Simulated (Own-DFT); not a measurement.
## Calculated data, GaP (zincblende, strongly disordered by large displacements), InAs (zincblende, strongly disordered by large displacements)

Computed with Own-DFT development build. A calculation, not a measurement: plane-wave PBE density functional theory by an unreviewed code, no spin, of a simulated periodic cell, stress positive in tension, free energy of the whole cell less one offset for each atom, forces on such cells passed a denser k mesh, this cell's mesh not checked; broken bonds can close the gap or carry spin, so checks made on this kind of crystal may not hold here; offsets are fitted by least squares, one for each functional and potential file, so energies compare only between cells with the same atoms and settings and are not formation energies; the far tail of each file's local potential was reset to the Coulomb form; each entry is a single point on an unrelaxed cell, so the pressure reflects the starting lattice, mostly measured values (interpolated for alloys), from which strain is counted, and rises with the displacements; printed positions are rounded, which can move forces by about a meV/angstrom; the program, named Own-DFT, is a retired in-house code; no spin-orbit coupling.

Common to all runs: functional PBE; potential files PseudoDojo norm-conserving, scalar-relativistic, standard set; wave cutoff 42 hartree; occupations Fermi-Dirac; smearing width 0.1 eV; k mesh 3 x 3 x 3 centred on Gamma.

(1) 
```xyz
64
Lattice="10.9010 0.0000 0.0000 0.0000 10.9010 0.0000 0.0000 0.0000 10.9010" Properties=species:S:1:pos:R:3:force_x:R:1:force_y:R:1:force_z:R:1 formula=GaP hardware=one_NVIDIA_H100 free_energy_of_cell_above_offsets=47.160 pressure=20.89 stress_xx=-18.15 stress_yy=-20.24 stress_zz=-24.27 stress_yz=0.39 stress_xz=4.76 stress_xy=0.97 wall_time=616.6
Ga     0.0107    10.4962     0.2141     -2.366      1.585      1.483
Ga     0.0860     2.6921     2.2984      -7.12      5.353      3.194
Ga     3.1739    10.7740     3.2421     -1.755     -0.513     -2.142
Ga     2.8411     2.2924     0.0115     -1.742      2.807      2.299
P      1.5487     1.6530     1.7143      6.519     -6.538     -2.364
P      1.4912     4.0952     4.5468     -1.361      0.769      -1.07
P      4.3056     1.6872     4.3967      0.734      0.589      -9.48
P      4.3867     3.9076     1.1655      0.115      1.516      0.975
Ga     0.1046     0.0467     5.6099     -1.788      0.478     -0.452
Ga     0.0730     2.7597     8.1095     -4.154     -1.222      1.631
Ga     2.4670    10.3693     8.3744      3.451      4.591     -7.062
Ga     3.2195     2.7677     5.4811     -11.59     -0.138      1.288
P      1.1176     1.6541     6.7269      3.894     -1.941     -1.773
P      1.0866     4.2557     9.0889      2.681      3.064      3.512
P      4.1039     1.5539     9.4667     -2.514     -7.096      0.619
P      4.2572     3.9977     6.4662      2.057      0.616      9.892
Ga    10.8239     5.6712     0.0420      3.465      4.631     -2.582
Ga    10.5738     8.0252     2.8257     -0.673     -0.045     -0.011
Ga     2.9780     6.1469     1.9491      3.858     -3.905       2.45
Ga     2.5908     8.0337    10.7006      5.116      2.677     -4.604
P      1.5363     7.4450     1.2494     -9.137     -2.194      6.407
P      1.1045     9.5274     4.2506     -2.951      3.792     -5.915
P      4.0553     6.8094     4.2255     -1.572        2.4     -2.533
P      4.0148     9.2271     1.4001      0.883      1.319      1.251
Ga     0.0369     5.4095     5.9956      7.335      3.768     -6.426
Ga    10.6342     8.0035     8.1484      8.683     -5.994     -1.674
Ga     2.3778     5.7483     7.8909      1.584     -1.318      0.741
Ga     2.3770     8.5643     5.3459      7.771     -0.541     -3.635
P      1.8818     7.6747     6.9345     -3.892     -4.859      8.134
P      1.6399     9.6950     9.9306     -4.051     -0.459      4.011
P      3.8026     6.6515     9.7507      2.922     -2.325     -2.479
P      4.1326     9.7294     6.9112     -7.134       6.16     -5.768
Ga     6.0829     0.7628    10.5397     -5.187     -2.493     -3.978
Ga     5.9358     2.6644     2.9942     -5.079     -4.392     -6.604
Ga     8.2453    10.6819     3.1873      0.501      0.597     -1.074
Ga     7.7322     2.7083    10.8073      6.894      2.409     -1.852
P      7.0748     1.4590     1.1583     -0.221     -3.787      12.24
P      6.9450     3.8216     4.0908      4.403      7.205      4.975
P      9.3754     1.6569     3.9061      1.168      0.047      1.107
P      9.7503     4.2002     0.7784     -3.537     -4.573      3.451
Ga     5.1447     0.1423     5.0820      3.745      -5.71      6.387
Ga     5.1602     2.9181     8.6073      4.372      5.475     -4.865
Ga     8.5127     0.2535     7.8097      -0.18     -0.328      1.434
Ga     8.7831     3.7533     5.4927     -1.191     -2.273     -2.265
P      6.5438     1.3174     7.0986      0.593        0.2     -0.637
P      6.9826     4.2016     9.7523     -4.706      1.089     -2.016
P      9.5414     1.4231    10.0516      0.953     -0.301     -2.654
P      9.6674     4.7429     7.2210      2.231     -4.991      1.357
Ga     6.1117     5.7321     0.0553     -4.716     -7.063     -2.439
Ga     6.3480     8.4236     2.4732     -2.174     -1.527     -0.552
Ga     7.7204     6.0637     3.2304     -1.403     -2.092      -1.86
Ga     7.9322     8.5466    10.5789     -11.05       -0.8     -3.418
P      6.4631     7.3491     0.9265      2.046        1.5     -2.273
P      6.2813     9.6337     3.8941      1.179       4.83      6.877
P      9.0184     6.8276     4.7883      5.067     -1.484     -0.958
P      8.7492     9.1605     1.2442      6.789      4.458      10.47
Ga     4.9905     5.6120     5.6802      3.857      3.668     -1.268
Ga     5.3870     8.5987     7.6846      7.566     -7.233      5.476
Ga     8.2294     4.9684     8.3767     -4.597      3.399      2.757
Ga     7.5499     8.1787     5.3027     -2.191      2.258      2.584
P      6.8216     6.2532     7.0109     -1.214       2.69      -0.73
P      6.5854     9.8935     9.4415     -0.213     -1.136     -2.673
P      9.4270     8.0752     9.5914      3.901     -4.697      1.467
P      9.9789     9.3683     7.0222     -4.869      8.024     -6.385
```

Units: free_energy_of_cell_above_offsets in eV; pressure, stress_xx, stress_yy, stress_zz, stress_yz, stress_xz, stress_xy in GPa; wall_time in s; force_x, force_y, force_z in eV/Å.

(2) 
```xyz
64
Lattice="10.9010 0.0000 0.0000 0.0000 10.9010 0.0000 0.0000 0.0000 10.9010" Properties=species:S:1:pos:R:3:force_x:R:1:force_y:R:1:force_z:R:1 formula=GaP hardware=one_NVIDIA_H100 free_energy_of_cell_above_offsets=-2.029 pressure=9.57 stress_xx=-9.49 stress_yy=-10.22 stress_zz=-9 stress_yz=0.51 stress_xz=-3.67 stress_xy=-1.28 wall_time=563.4
Ga     0.1318     0.2003     0.0127     -2.186     -3.249     -2.782
Ga    10.8148     2.5985     2.6122     -1.626      5.114      2.633
Ga     2.6743    10.7131     2.4587     -0.897      1.384      1.928
Ga     2.6493     2.4620    10.8107     -1.408      1.514      0.955
P      1.0059     1.2514     1.5964      5.955     -1.441     -2.325
P      1.3867     4.1820     3.9518      0.213     -0.272      0.509
P      3.9635     0.9357     4.2079     -3.135      5.073     -2.989
P      4.0486     4.0400     1.3923     -2.835     -0.669      0.606
Ga    10.8052    10.6368     5.5430      0.642      2.617      -0.53
Ga     0.0663     2.6602     8.2546     -3.593     -3.331     -3.323
Ga     2.9284     0.0061     8.1478      0.425      0.435     -0.912
Ga     2.6563     2.8321     5.5455      0.257     -0.899     -1.531
P      1.3074     1.2258     6.6544      0.612      1.545      1.767
P      1.1416     3.8915     9.4622      3.706      3.449      2.763
P      4.3858     1.4649     9.8659     -2.242      1.703     -4.288
P      4.5207     4.0857     6.6501     -5.194      5.843     -3.905
Ga     0.0028     5.5567     0.2189      0.184     -0.116      -1.42
Ga     0.1691     8.1986     2.7709      0.114      3.038     -0.869
Ga     2.8460     5.7658     2.6844      0.243     -1.941      0.098
Ga     2.6823     8.4765     0.1662      1.277     -0.019     -2.165
P      1.4762     7.0492     1.4429      0.097     -1.274     -1.265
P      1.2261     9.8136     4.0611      2.433     -3.007     -1.334
P      4.3546     6.8959     4.0153     -3.285     -0.634      0.428
P      4.4485     9.7039     1.6833     -2.047     -0.452     -3.084
Ga     0.1671     5.5446     5.5430     -4.821      -4.27     -4.198
Ga     0.1703     8.3771     8.3226     -3.629     -7.047     -3.789
Ga     2.7892     5.3405     7.7575     -0.089      0.737      2.179
Ga     2.7323     8.1911     5.3538     -0.184      0.737     -0.702
P      1.3309     6.7867     6.5530      3.425      3.501      4.086
P      1.2759     9.6581     9.1290      6.332      6.508       6.96
P      4.0556     7.0234     9.4778      0.088     -1.106       0.33
P      4.1672     9.5932     6.5012     -0.516     -1.042      2.279
Ga     5.3580    10.8860     0.0277      4.171      -2.05      0.373
Ga     5.4355     2.8672     2.7667      0.725     -1.782      0.524
Ga     8.6117     0.0550     2.7885     -6.707     -5.178     -6.033
Ga     8.2991     2.8816     0.0576     -0.503     -2.008     -1.142
P      6.9883     1.3785     1.2532     -0.373     -0.183      1.527
P      7.0201     4.1301     4.1570     -1.919      0.786     -1.146
P      9.7629     1.0925     3.9098      3.174      4.615      6.067
P      9.4179     4.1434     1.4552      3.044     -0.842     -0.207
Ga     5.4330     0.1741     5.3532       3.01     -2.845      0.865
Ga     5.1157     2.6209     7.6695      4.907     -7.478      6.492
Ga     8.1278     0.1790     8.1618      3.325     -2.722      1.744
Ga     8.0947     2.4070     4.9922      0.151     -1.401      1.607
P      6.8237     0.9674     6.8476     -2.564      4.716     -3.384
P      6.9632     4.1193     9.7041     -1.543      0.459      -1.51
P      9.4350     1.1769     9.5956       1.32      2.585      0.601
P      8.9305     3.8369     6.6193      3.929     -0.469     -0.562
Ga     5.5884     5.1913     0.4665      -0.27       0.09     -4.176
Ga     5.4378     8.4556     3.0910      2.578     -1.057     -0.663
Ga     8.1899     5.4932     2.6328      5.332      -3.03      6.334
Ga     8.2984     7.8577     0.2379     -1.081     -0.534     -2.166
P      6.9023     6.3977     1.5844     -4.712       7.92     -3.624
P      6.9232     9.6602     4.1020      2.476       0.63      0.983
P      9.7923     6.8867     3.7615     -2.789     -2.526      3.736
P      9.5933     9.3420     1.2093      1.361      1.847      1.097
Ga     5.4646     5.6088     5.3552      3.129     -0.057      0.493
Ga     5.5929     8.1735     8.0302     -3.255      0.699      0.702
Ga     8.3413     5.2088     8.1457     -1.314      2.259      1.362
Ga     8.4487     8.0431     5.5832      0.582      0.965     -2.295
P      6.8268     7.0954     6.6929      0.785     -3.978     -0.447
P      6.8154     9.5937     9.1120     -0.142      -0.21      4.226
P      9.8046     6.8468     9.2889     -1.524     -1.604       2.12
P      9.7898     9.4251     6.9161     -3.619     -0.044      0.392
```

Units: free_energy_of_cell_above_offsets in eV; pressure, stress_xx, stress_yy, stress_zz, stress_yz, stress_xz, stress_xy in GPa; wall_time in s; force_x, force_y, force_z in eV/Å.

(3) 
```xyz
64
Lattice="10.9010 0.0000 0.0000 0.0000 10.9010 0.0000 0.0000 0.0000 10.9010" Properties=species:S:1:pos:R:3:force_x:R:1:force_y:R:1:force_z:R:1 formula=GaP hardware=one_NVIDIA_H100 free_energy_of_cell_above_offsets=5.218 pressure=11.6 stress_xx=-11.14 stress_yy=-10.52 stress_zz=-13.14 stress_yz=3.53 stress_xz=-1.67 stress_xy=-0.31 wall_time=562.9
Ga    10.7317    10.8708     0.4539      1.392      1.656     -3.102
Ga    10.6813     2.4625     2.8501      2.548      6.078     -1.754
Ga     2.9031     0.1145     2.6646     -3.257     -2.128     -1.392
Ga     2.4898     2.1909    10.7456     -2.273       3.92      0.839
P      1.2504     1.5500     1.4871      0.887     -2.624     -0.023
P      1.4022     4.3150     3.9931      0.787     -2.981     -0.602
P      3.8640     1.3188     4.0621       3.63      1.924     -0.229
P      4.0326     3.9699     1.4725      0.409      0.234     -1.317
Ga     0.0783     0.4771     5.1276      3.863     -5.179      3.828
Ga     0.1582     2.6887     8.1738     -1.372     -0.033     -0.753
Ga     2.4805     0.1922     8.1325      3.772     -4.068      4.413
Ga     2.6595     2.4249     5.4610      0.996      5.466     -0.968
P      1.5428     1.2196     6.7231     -5.487      2.537     -1.357
P      1.2947     4.0961     9.5130      0.103     -0.144      1.383
P      4.2632     1.8094     9.8162       0.19     -5.243       0.94
P      3.9412     4.3349     6.8302      1.075      -3.94     -0.956
Ga     0.0702     5.9591    10.7041     -0.091     -7.679     -0.645
Ga    10.7416     8.2767     2.4738      5.029     -4.011      4.331
Ga     2.5849     5.6761     2.3138      1.204      -1.18      1.497
Ga     2.7517     8.5541    10.6254      3.971     -3.838      3.133
P      1.2260     6.9419     1.0620      4.066      3.944       3.56
P      1.4441     9.6209     3.9974     -0.194     -0.165     -0.261
P      4.0308     6.8491     4.0179     -0.634     -1.308      0.963
P      4.1732     9.5528     1.4606     -1.224     -1.739      0.265
Ga     0.1070     5.3385     5.4059     -1.351      0.688      2.057
Ga     0.2082     8.2044     8.4018     -2.757      -3.15      -4.27
Ga     2.7733     5.3116     8.3287     -2.129       1.12     -0.628
Ga     2.7965     7.9606     5.6715      4.559      4.572      -4.03
P      1.3839     7.0878     6.6831     -4.436     -4.725        4.4
P      1.2535     9.3927     9.5920      0.073      7.861      1.118
P      4.0586     6.6321     9.4852       1.45      2.517      2.234
P      4.1802     9.8492     6.7300     -1.534      -2.75        2.5
Ga     5.2946    10.8121     0.1707      2.512      1.731     -2.583
Ga     5.5930     2.5627     2.7198     -1.454     -0.646     -1.426
Ga     8.4645     0.0216     2.5757     -5.191      0.764     -0.216
Ga     8.0029     2.8314     0.0255      5.962      2.807      2.753
P      7.2183     1.2203     0.8264     -3.709     -5.079      5.043
P      6.5915     4.0575     3.9826      2.864     -0.327      0.903
P      9.5906     1.1423     3.8824     -5.459      1.975      3.037
P      9.6984     4.0268     1.4552     -1.364      0.634     -1.217
Ga     5.2670     0.1260     5.3011      2.857      0.207       -0.3
Ga     5.3599     2.8384     8.4606      2.193      2.752      -4.35
Ga     8.1955     0.0384     8.2715      2.286     -5.721     -0.379
Ga     7.8614     2.4314     5.5087      2.242      3.991     -4.723
P      7.2775     1.4309     7.1148     -6.189     -0.273      0.617
P      7.2605     3.7603     9.3591     -3.953      4.916       -3.2
P      9.2165     1.5747     9.2416      3.829      1.048      3.039
P      9.3960     4.1132     7.0296      2.695     -1.018     -3.203
Ga     5.7971     5.4883     0.1006     -3.279     -3.521     -3.123
Ga     5.4830     8.0743     2.9087     -0.386     -0.295      -1.53
Ga     8.2258     5.4947     2.7135      1.623     -0.856      1.032
Ga     7.9827     8.3936    10.8844      2.356     -2.748      3.618
P      6.7695     6.6911     1.4534      1.918      3.731      1.317
P      6.8694     9.4820     3.8692     -1.934      4.907     -2.905
P      9.8573     6.7988     4.0619     -2.691      0.641     -0.386
P      9.5117     9.5082     1.5719     -3.279     -0.919     -4.989
Ga     5.4355     5.2520     5.4473     -0.341      2.103      0.339
Ga     5.3458     8.1963     8.2297      -0.52      0.485     -0.106
Ga     8.0707     5.4955     8.0118      2.593     -0.653      3.059
Ga     7.6763     8.4774     5.3730      4.748     -4.198      5.586
P      6.7398     6.7623     7.1176     -2.366      2.391     -4.452
P      7.0251     9.4128     9.4109     -4.132      2.134     -1.698
P      9.6713     7.1280     9.7739     -5.092        1.4     -3.326
P      9.9435     9.4190     6.8702     -2.602      2.005     -1.405
```

Units: free_energy_of_cell_above_offsets in eV; pressure, stress_xx, stress_yy, stress_zz, stress_yz, stress_xz, stress_xy in GPa; wall_time in s; force_x, force_y, force_z in eV/Å.

(4) 
```xyz
64
Lattice="12.1166 0.0000 0.0000 0.0000 12.1166 0.0000 0.0000 0.0000 12.1166" Properties=species:S:1:pos:R:3 formula=InAs hardware=one_NVIDIA_H200
In    12.1072    11.9495     0.0036
In    12.0991     3.1142     2.9790
In     2.9279     0.0596     2.8225
In     2.8896     3.1195     0.3002
As     1.2791     1.3548     1.6846
As     1.5353     4.2682     4.4490
As     4.3605     1.5732     4.7550
As     4.3173     4.4042     1.5193
In    12.1045     0.1251     5.7871
In    11.8339     3.2040     9.0346
In     2.7066     0.0336     9.1270
In     2.9812     2.7306     6.3629
As     1.5053     1.1201     7.3467
As     1.3522     4.4550    10.5610
As     4.2673     1.2641    10.2890
As     4.3347     4.1740     7.6953
In     0.4392     5.5108    12.0119
In     0.0957     9.1603     2.9693
In     3.1492     6.1392     2.9292
In     3.3061     9.2017    11.9114
As     1.4804     7.3209     1.4210
As     1.3389    10.3169     4.2102
As     4.5877     7.6786     4.4594
As     4.6971    10.3079     1.6979
In    12.0691     6.2736     6.0394
In    12.0435     9.0140     8.8943
In     3.2333     6.4337     9.0719
In     2.9820     9.1280     6.0906
As     1.6245     7.4900     7.6249
As     1.3137    10.9871    10.4102
As     4.4529     7.5734    11.0970
As     4.7113    10.6959     7.8126
In     6.0819     0.1586    11.8793
In     6.2187     3.0034     3.1022
In     9.1879     0.0471     3.1435
In     9.0583     3.1177     0.0202
As     7.7753     1.7312     1.5474
As     7.6107     5.1635     4.3004
As    10.7766     1.3181     4.3359
As    10.4475     4.3899     1.6351
In     6.0868     0.1625     5.9192
In     6.3286     3.0509     8.8315
In     9.1568    11.9924     9.0470
In     9.0233     3.1388     5.8244
As     7.5697     1.3605     7.6199
As     7.6547     4.5642    10.6075
As    10.5788     1.5846    10.6035
As    10.6328     4.6570     7.7683
In     6.0353     6.2538     0.2223
In     6.3513     9.2933     2.9451
In     9.1886     5.8053     3.1357
In     8.8382     8.7877     0.4089
As     7.2856     6.9807     1.8686
As     7.4298    10.5984     5.0056
As    10.5965     7.5347     4.5280
As    10.6345    10.6412     1.5398
In     6.0371     5.9196     6.1352
In     6.1099     9.0063     9.0759
In     8.7975     6.2418     8.6361
In     9.3854     8.8801     5.6431
As     7.3693     7.3889     7.5800
As     7.4296    10.7754    10.6996
As    10.5551     7.3080    10.3164
As    10.5302    10.4079     7.5923
```

Question: Give the missing stress xx for InAs (zincblende, strongly disordered by large displacements) (entry 4).
Answer: -10.52 GPa

Further results for InAs (zincblende, strongly disordered by large displacements) (entry 4):

- free energy of cell above offsets: 1.412 eV
- pressure: 9.36 GPa
- stress yy: -8.16 GPa
- stress zz: -9.39 GPa
- stress yz: -2.13 GPa
- stress xz: -1.36 GPa
- stress xy: 2.19 GPa
- wall time: 1286 s

Force:
```tsv
element	x (eV/Å)	y (eV/Å)	z (eV/Å)
In	-1.156	1.816	0.56
In	-0.501	-0.628	0.199
In	1.983	-1.803	1.692
In	-2.219	-3.35	-3.269
As	-0.347	1.237	-1.973
As	1.13	2.009	1.781
As	1.381	-0.737	-2.931
As	4.009	1.785	1.815
In	0.47	-3.752	1.169
In	2.271	-3.25	1.61
In	2.462	-0.296	-3.302
In	-1.623	1.448	-1.412
As	-1.564	1.346	1.225
As	7.045	-6.267	-8.844
As	2.971	3.668	2.772
As	1.5	3.141	0.968
In	-7.088	7.353	8.943
In	-4.718	-5.522	-5.434
In	-0.58	-0.206	1.278
In	-5.242	5.483	2.902
As	-0.339	1.513	-0.371
As	5.866	5.646	6.269
As	0.357	-0.221	0.688
As	-2.565	3.237	-2.318
In	1.28	-2.554	0.58
In	0.66	-0.565	1.902
In	0.915	-2.277	1.239
In	0.887	0.545	-0.301
As	-1.079	1.163	-1.16
As	-1.554	-5.742	1.787
As	3.037	-4.109	-5.134
As	-1.486	0.127	-1.309
In	-2.115	1.634	2.239
In	-1.237	0.74	0.433
In	-2.315	-1.622	-1.013
In	0.543	0.037	-1.63
As	-1.428	-2.405	0.496
As	-7.949	-5.671	6.3
As	-1.272	3.806	0.084
As	1.852	0.688	-1.502
In	-1.959	1.007	1.829
In	-1.112	0.458	2.109
In	-0.128	0.225	0.919
In	0.433	-0.223	0.587
As	1.477	0.063	-1.481
As	-1.043	1.056	-0.549
As	-0.097	-0.878	0.247
As	-2.199	2.136	-3.981
In	-2.127	-4.424	-4.047
In	1.715	-1.876	2.506
In	7.883	3.638	-4.87
In	0.721	0.353	-1.518
As	3.393	3.802	3.684
As	2.678	-2.206	-2.738
As	3.917	-3.871	-5.246
As	-1.545	-1.326	0.174
In	-2.577	-0.273	-0.504
In	-0.215	0.335	1.368
In	5.566	-4.446	5.492
In	-5.134	5.528	5.386
As	-4.034	5.271	-4.225
As	2.466	-3.126	-1.228
As	-0.038	0.318	1.401
As	-0.281	1.015	-2.346
```
